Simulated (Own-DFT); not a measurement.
# How strain changes the stress of zincblende InP, 96 atoms (In48P48)

These are calculations, not measurements. They come from Own-DFT, an in-house plane-wave density functional program, since retired, whose code no person has reviewed. Each row is one single-point run on a periodic cell that was not relaxed, without spin or spin-orbit coupling.

Settings of every run: PBE; PseudoDojo norm-conserving scalar-relativistic files; cutoff 36 hartree; 2 x 3 x 3 k mesh centred on Gamma; Fermi-Dirac smearing of 0.1 eV.

Known limits: forces not confirmed at this smearing and k mesh; stress not checked against mesh or cutoff.

Unstrained cell vectors in Å: (17.606, 0.000, 0.000); (0.000, 11.737, 0.000); (0.000, 0.000, 11.737). The unstrained cell has measured lattice constants (interpolated for alloys), not those of this functional. That, the random moves and any unrelaxed bonds set the pressure at no strain. Each run strains this cell uniformly, with the atoms carried along. Every atom was also moved at random, by a Gaussian of width 0.05 Å on each axis. Strain is the symmetric tensor, in per cent. Stress is positive in tension, and the pressure is minus a third of its trace.

| run | e_xx (%) | e_yy (%) | e_zz (%) | e_yz (%) | e_xz (%) | e_xy (%) | s_xx (GPa) | s_yy (GPa) | s_zz (GPa) | s_yz (GPa) | s_xz (GPa) | s_xy (GPa) | P (GPa) | E (meV/atom) |
|---|---|---|---|---|---|---|---|---|---|---|---|---|---|---|
| 1 | -0.65 | 0.58 | 0.30 | -1.15 | -0.41 | -1.21 | -3.85 | -3.40 | -3.52 | -1.99 | -0.90 | -1.88 | 3.59 | 11.3 |
| 2 | 1.03 | -1.01 | 0.31 | -0.41 | -1.84 | -0.33 | -3.05 | -3.76 | -3.29 | -0.36 | -2.08 | -0.63 | 3.37 | 5.0 |
| 3 | 0.49 | -0.70 | 0.80 | 1.90 | 0.80 | 1.85 | -3.54 | -4.05 | -3.43 | 3.47 | 0.74 | 2.48 | 3.67 | 28.3 |
| 4 | 1.63 | 1.66 | -1.54 | 0.86 | 1.85 | 1.26 | -2.26 | -2.14 | -3.30 | 1.03 | 2.55 | 1.25 | 2.57 | 9.4 |
| 5 | 1.32 | -1.08 | 0.38 | -1.14 | 1.10 | 1.03 | -2.91 | -3.75 | -3.23 | -1.86 | 1.68 | 1.41 | 3.30 | 9.0 |
| 6 | -0.48 | -0.23 | -1.80 | 0.06 | 0.95 | 0.29 | -5.56 | -5.43 | -6.10 | 0.35 | 1.78 | 0.68 | 5.69 | 31.2 |
| 7 | -0.48 | 0.42 | 0.95 | 0.67 | 0.50 | 0.52 | -3.22 | -2.99 | -2.70 | 1.02 | 0.62 | 0.87 | 2.97 | 0.0 |
| 8 | -0.57 | -1.77 | -1.99 | 0.39 | 0.84 | 1.23 | -6.97 | -7.47 | -7.47 | 0.11 | 1.20 | 2.78 | 7.30 | 48.8 |
| 9 | 1.76 | 0.27 | 1.28 | 1.90 | -1.60 | -1.04 | -1.21 | -1.90 | -1.50 | 2.56 | -1.91 | -0.62 | 1.54 | 6.8 |
| 10 | -0.93 | -0.24 | 0.53 | 0.83 | 1.67 | -1.30 | -4.63 | -4.38 | -3.99 | 1.21 | 2.13 | -2.39 | 4.33 | 24.9 |
| 11 | 0.05 | 0.25 | 0.03 | 0.21 | 1.45 | -0.95 | -3.42 | -3.34 | -3.46 | 0.23 | 2.10 | -1.26 | 3.41 | 6.0 |
| 12 | -0.35 | -0.75 | 0.78 | -0.26 | 0.32 | -1.50 | -4.22 | -4.32 | -3.70 | 0.11 | 0.73 | -2.71 | 4.08 | 22.1 |
| 13 | 1.77 | 0.67 | 0.20 | -0.59 | -1.12 | -1.23 | -1.55 | -1.98 | -2.13 | -1.16 | -1.12 | -2.08 | 1.89 | 1.4 |
| 14 | -0.35 | 0.94 | 1.52 | 0.64 | 1.07 | -0.58 | -2.58 | -2.05 | -1.90 | 1.14 | 1.40 | -1.06 | 2.18 | 1.7 |
| 15 | -0.16 | -1.41 | 0.51 | -1.89 | -0.58 | -1.47 | -4.62 | -4.98 | -4.31 | -2.52 | -1.07 | -2.69 | 4.64 | 25.3 |
| 16 | 1.89 | -0.23 | -1.33 | -0.19 | 0.92 | -1.16 | ? | ? | ? | ? | ? | ? | ? | ? |

E is the free energy for each atom above the lowest run shown.

## Worked fit

Each stress component was fitted by least squares to a constant and the strains of the runs shown, as fractions, with shears doubled. Shear strains stay in the fit of a normal stress only where such slopes are resolved. The slopes, in GPa:

```
stress,at no strain,per e_xx,per e_yy,per e_zz,scatter
s_xx,-3.8,96 ± 4,66 ± 4,66 ± 4,0.15
s_yy,-3.8,59 ± 5,104 ± 5,64 ± 4,0.18
s_zz,-3.8,59 ± 4,66 ± 4,102 ± 4,0.15
```

Each shear stress against twice its own strain: yz 75 ± 5, xz 67 ± 5, xy 74 ± 8 GPa. These are stiffnesses along x, y and z of the frame in which the cell vectors are given, which need not be the crystal's axes. The atoms are held to the strained lattice; where symmetry lets them move under strain, relaxing them would lower some slopes. The table should be nearly symmetric about its diagonal, and what it lacks of that shows the noise. A ninth of its sum, 76 ± 2 GPa, estimates the bulk modulus near the mean pressure of these runs, 3.6 GPa, so it lies above the value at zero pressure.

## Withheld run

Question: what normal stresses and pressure should run 16 give?

The fit gives s_xx = -3.0, s_yy = -3.8, s_zz = -4.2 and P = 3.7 GPa. The calculation gave -2.70, -3.58, -3.94 and P = 3.41 GPa.
